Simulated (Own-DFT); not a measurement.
## Calculated data, Hf$_{31}$O$_{64}$ (monoclinic hafnia with one vacancy, atoms displaced)

All values are calculated (Own-DFT development build). A calculation, not a measurement: plane-wave density functional theory by an unreviewed code, no spin, of a simulated periodic cell, stress positive in tension, run twice, with PBE and with PBEsol, both on files made for PBE, so the change isn't that of files made for PBEsol, defect cell not probed for a lower state with spin; a neutral cation vacancy leaves holes that likely carry spin, which this run leaves out; hafnium file: forces about 75 meV/angstrom off all-electron values; oxygen file: force components 24 meV/angstrom off all-electron in one glass; forces on such cells passed a denser k mesh, this cell's mesh not checked; the far tail of each file's local potential was reset to the Coulomb form; each entry is a single point on an unrelaxed cell, so the pressure reflects the starting lattice, mostly measured values (interpolated for alloys), from which strain is counted, and rises with the displacements; printed positions are rounded, which can move forces by about a meV/angstrom; the program, named Own-DFT, is a retired in-house code; no spin-orbit coupling; stress was not checked against mesh or cutoff.

```xyz
95
Lattice="10.2340 0.0000 0.0000 0.0000 10.3500 0.0000 -1.6955 0.0000 10.4453" Properties=species:S:1:pos:R:3:PBE_force_x:R:1:PBE_force_y:R:1:PBE_force_z:R:1:PBEsol_force_x:R:1:PBEsol_force_y:R:1:PBEsol_force_z:R:1 formula=Hf31O64 functional=PBE,then_PBEsol potential_files=PseudoDojo_norm-conserving,scalar-relativistic,standard_set wave_cutoff=72 occupations=Fermi-Dirac smearing_width=0.1 k_mesh=2_x_2_x_2_centred_on_Gamma PBE_pressure=3.74 PBE_stress_xx=-3.7 PBE_stress_yy=-3.55 PBE_stress_zz=-3.98 PBE_stress_yz=-0.22 PBE_stress_xz=-0.3 PBE_stress_xy=-0.21 PBEsol_pressure=-2.58 PBEsol_stress_xx=2.64 PBEsol_stress_yy=2.73 PBEsol_stress_zz=2.37 PBEsol_stress_yz=-0.22 PBEsol_stress_xz=0.06 PBEsol_stress_xy=-0.21 rms_change_of_force_components_from_PBE_to_PBEsol=0.041
Hf     1.2336     0.2044     1.0148      0.265      0.867      1.045      0.257      0.881      1.005
Hf     3.5367     2.7974     1.4880     -1.479      0.045       0.42     -1.448      0.101      0.441
Hf     3.0134     4.9558     4.1244      0.028     -1.392      1.105      0.022     -1.402      1.124
Hf     0.7950     2.4171     3.6870      1.412     -0.763      1.151      1.394     -0.789       1.12
O      0.0306     1.6414     1.8437     -0.042      0.696     -0.253      -0.04      0.707     -0.207
O      4.6237     4.3022     0.7763      1.072      0.566     -0.028      1.033      0.563     -0.067
O      4.1660     3.4711     3.3535      1.074     -0.078      0.569      1.036     -0.098      0.499
O     -0.3198     0.8983     4.4485     -0.944      -0.94     -0.036     -0.924     -0.933      0.005
O      1.8821     3.8925     2.5093     -0.176      0.561     -0.385     -0.113      0.551     -0.371
O      2.7404     1.4000     0.1210      0.806     -0.628      0.015      0.719     -0.613      0.018
O      2.3879     1.2509     2.7353      0.101      0.218     -0.439      0.045      0.206     -0.419
O      1.4141     3.8609     5.0749     -0.346      0.968     -0.973     -0.336      1.013     -1.029
Hf     0.3969     0.1982     6.3380      1.169        2.3      0.615      1.152      2.309      0.582
Hf     2.2200     4.9993     9.3301     -1.077     -1.522     -1.127     -1.057     -1.543     -1.071
Hf    -0.0461     2.4166     8.9650       1.98       0.79     -1.976      1.947      0.711     -1.968
O     -0.7734     1.7380     7.0525     -0.313     -0.391      -0.49     -0.311     -0.367     -0.425
O      3.7561     4.2591     6.0037      1.019      0.997     -0.376      1.075      1.123     -0.497
O      3.3501     3.4236     8.6295      0.044      0.986       1.22      0.103      0.987      1.264
O     -1.1829     0.9321     9.5698     -1.358     -1.595      0.714     -1.317     -1.574      0.745
O      1.0144     3.9436     7.6970     -0.672      0.529       1.04     -0.687       0.58      1.061
O      1.9153     1.3866     5.3378     -0.449     -1.406     -0.892     -0.571     -1.476     -0.967
O      1.4957     1.2827     7.9502     -0.474     -1.289       0.87     -0.599     -1.336       0.91
O      0.6344     3.8828    10.3723     -0.094      0.063     -0.311     -0.034      0.065     -0.297
Hf     1.2391     5.3797     1.1305      0.844     -0.555     -1.032       0.84     -0.494     -1.049
Hf     3.4790     7.9621     1.5592     -0.606      0.216     -1.448     -0.602      0.241     -1.392
Hf     3.0165    10.1503     4.0841     -0.805      1.498      1.177     -0.811      1.434      1.175
Hf     0.8380     7.5909     3.6450     -0.689     -0.164      0.965     -0.655     -0.208      0.913
O      0.1234     6.9126     1.7862     -0.777      0.583      0.145     -0.754      0.582      0.194
O      4.5871     9.5089     0.7915      0.377     -0.136      0.716      0.364      -0.12      0.648
O      4.2058     8.6472     3.4067     -0.027     -0.275     -0.064     -0.027     -0.295     -0.115
O     -0.3420     6.0638     4.4299     -0.105      0.323     -0.996     -0.094       0.29     -0.923
O      1.8371     9.1536     2.5015       0.46     -0.895      0.098      0.508     -0.888      0.104
O      2.7932     6.5037     0.1393      0.416      0.437     -0.111      0.341      0.422     -0.096
O      2.3985     6.4709     2.6930      0.013     -0.216      0.644     -0.056     -0.194       0.62
O      1.4672     9.0080     5.1299     -0.378     -0.252     -0.484     -0.297     -0.248     -0.475
Hf     0.4491     5.3390     6.2211     -0.102     -0.643      1.792     -0.089     -0.608      1.724
Hf     2.5958     7.9466     6.7189        0.2      0.547      0.773      0.176      0.566      0.774
Hf     2.1979    10.1503     9.3540      -0.46      0.544     -0.967     -0.458      0.481     -0.928
Hf    -0.0655     7.5891     8.9435       0.67     -1.346      -0.71      0.657     -1.346     -0.718
O     -0.8221     6.8738     6.9868      0.465       0.16      0.454      0.443      0.188       0.49
O      3.7151     9.5407     6.0088      0.291      -0.57      0.196      0.286     -0.544      0.128
O      3.3600     8.6300     8.6553      0.291     -0.285     -0.251      0.277      -0.29     -0.289
O     -1.1627     6.0007     9.6594     -0.266      0.585     -0.358     -0.264      0.558      -0.29
O      1.0560     9.0970     7.7671     -0.163     -0.315     -0.431     -0.099     -0.317     -0.419
O      2.0156     6.5090     5.3234     -0.131      0.177     -0.512     -0.184      0.169     -0.491
O      1.5472     6.4309     7.9207     -0.159      0.516      0.089     -0.195      0.515      0.085
O      0.6147     9.0212    10.3415     -0.121     -0.053       0.06     -0.066     -0.043      0.053
Hf     6.3524     0.2085     1.0993      0.664      0.002     -0.037      0.652      0.046     -0.059
Hf     8.6106     2.8155     1.5672     -0.391     -0.521     -0.769     -0.393     -0.475      -0.73
Hf     8.1439     4.9541     4.1742     -0.065      0.255      -0.19     -0.058      0.193     -0.149
Hf     5.9421     2.3806     3.7154      0.105       0.12      0.074       0.12      0.066      0.051
O      5.2204     1.7362     1.8290      0.299     -0.456     -0.391      0.296     -0.426     -0.334
O      9.7422     4.3496     0.7714     -0.011     -0.587      0.937     -0.018     -0.547      0.865
O      9.2855     3.4562     3.4392      0.217      0.115     -0.146      0.201      0.096     -0.191
O      4.7456     0.8985     4.4013     -0.083     -0.311     -0.464     -0.065     -0.321     -0.404
O      6.9950     3.9026     2.4721     -0.131      0.185      0.385     -0.065      0.174      0.374
O      7.9365     1.3619     0.1653     -0.353     -0.702     -0.301     -0.411     -0.683     -0.276
O      7.5650     1.2080     2.7854     -0.663      0.487     -0.331     -0.707      0.479     -0.314
O      6.6050     3.8035     5.1451     -0.466      0.584     -0.784      -0.38      0.574     -0.765
Hf     5.4672     0.2170     6.2293     -0.106      0.731      1.469     -0.106      0.766      1.413
Hf     7.7322     2.8013     6.7533     -0.047     -0.275      0.081     -0.046     -0.219      0.103
Hf     7.3151     4.9968     9.3704      0.327     -0.952     -0.796      0.326     -0.977     -0.756
Hf     5.0485     2.4185     8.9678     -0.229     -0.548     -1.809     -0.238     -0.563     -1.788
O      4.3265     1.7376     7.0129      1.087     -0.235      0.329      1.218     -0.297      0.392
O      8.8695     4.2982     5.9978      0.732      0.432      0.062      0.697      0.435     -0.002
O      8.4787     3.4629     8.5735     -0.413      0.887      1.079     -0.419      0.844      1.002
O      3.9018     0.8511     9.6422       0.53      0.319      0.232      0.517      0.295      0.284
O      6.1838     3.9660     7.6942     -0.292      -0.29      0.582     -0.211     -0.279      0.562
O      7.0763     1.3621     5.3294     -0.192     -0.655       -0.2     -0.256     -0.636     -0.202
O      6.6860     1.2487     7.9313     -0.587      0.274      0.377     -0.611       0.27       0.37
O      5.7715     3.8082    10.3434     -0.171      0.947      0.013     -0.104      0.926      0.011
Hf     6.3744     5.4217     1.0918      0.311     -1.465     -0.108      0.314      -1.38      -0.12
Hf     8.5873     7.9208     1.5147     -0.153      1.638      0.402     -0.172      1.633      0.413
Hf     8.1763    10.1107     4.1788     -0.355       0.97     -0.059     -0.344       0.92     -0.044
Hf     5.8837     7.5774     3.6876      1.282     -0.621      0.326      1.253     -0.642      0.299
O      5.2008     6.8503     1.7604     -0.805       1.08      0.606     -0.778      1.066      0.636
O      9.7746     9.5248     0.8089      -0.79     -0.944     -0.386     -0.763     -0.898     -0.435
O      9.2235     8.6276     3.3960       1.64     -0.813      0.453      1.588       -0.8      0.387
O      4.7630     6.0204     4.4123      0.003      0.457     -0.573      0.013      0.443     -0.509
O      6.9818     9.0895     2.5025      -0.39     -0.282      0.055     -0.326     -0.282       0.05
O      7.9348     6.5521     0.1717     -0.192     -1.273     -1.068     -0.251     -1.244     -1.027
O      7.5153     6.4061     2.7157     -0.218      0.318      0.153     -0.272       0.32      0.129
O      6.5085     8.9834     5.1660      0.471      0.118     -0.968      0.518      0.119     -0.942
Hf     5.5227     5.4025     6.2768     -0.735     -1.276      0.715     -0.724     -1.211      0.671
Hf     7.7122     7.9841     6.7472       0.09     -0.634       0.06      0.087     -0.572      0.088
Hf     7.3311    10.1147     9.3339     -0.696      0.954      0.244     -0.673      0.886      0.248
Hf     5.0794     7.5362     8.9168       0.04      0.675     -0.193      0.037       0.61     -0.208
O      4.3494     6.8733     7.0252     -0.363      0.486      -0.15     -0.346      0.488     -0.098
O      8.8513     9.5206     6.1170      0.152      0.112     -0.692      0.132       0.11     -0.731
O      8.4708     8.6197     8.6299      0.059      0.042      0.511      0.051      0.034       0.45
O      3.9337     6.0266     9.6081      0.522      0.206      0.308      0.518      0.202       0.35
O      6.1861     9.1341     7.7035     -0.461     -0.402      0.545     -0.371     -0.402      0.531
O      7.0599     6.5114     5.3494      0.093      0.078     -0.472      0.026      0.068      -0.45
O      6.6640     6.4235     7.9712     -0.151      0.609      0.055     -0.209        0.6       0.06
O      5.7459     8.9574    10.3689      0.103      0.698     -0.391      0.165      0.673     -0.379
```

Units: wave_cutoff in hartree; smearing_width in eV; PBE_pressure, PBE_stress_xx, PBE_stress_yy, PBE_stress_zz, PBE_stress_yz, PBE_stress_xz, PBE_stress_xy, PBEsol_pressure, PBEsol_stress_xx, PBEsol_stress_yy, PBEsol_stress_zz, PBEsol_stress_yz, PBEsol_stress_xz, PBEsol_stress_xy in GPa; rms_change_of_force_components_from_PBE_to_PBEsol, PBE_force_x, PBE_force_y, PBE_force_z, PBEsol_force_x, PBEsol_force_y, PBEsol_force_z in eV/Å.
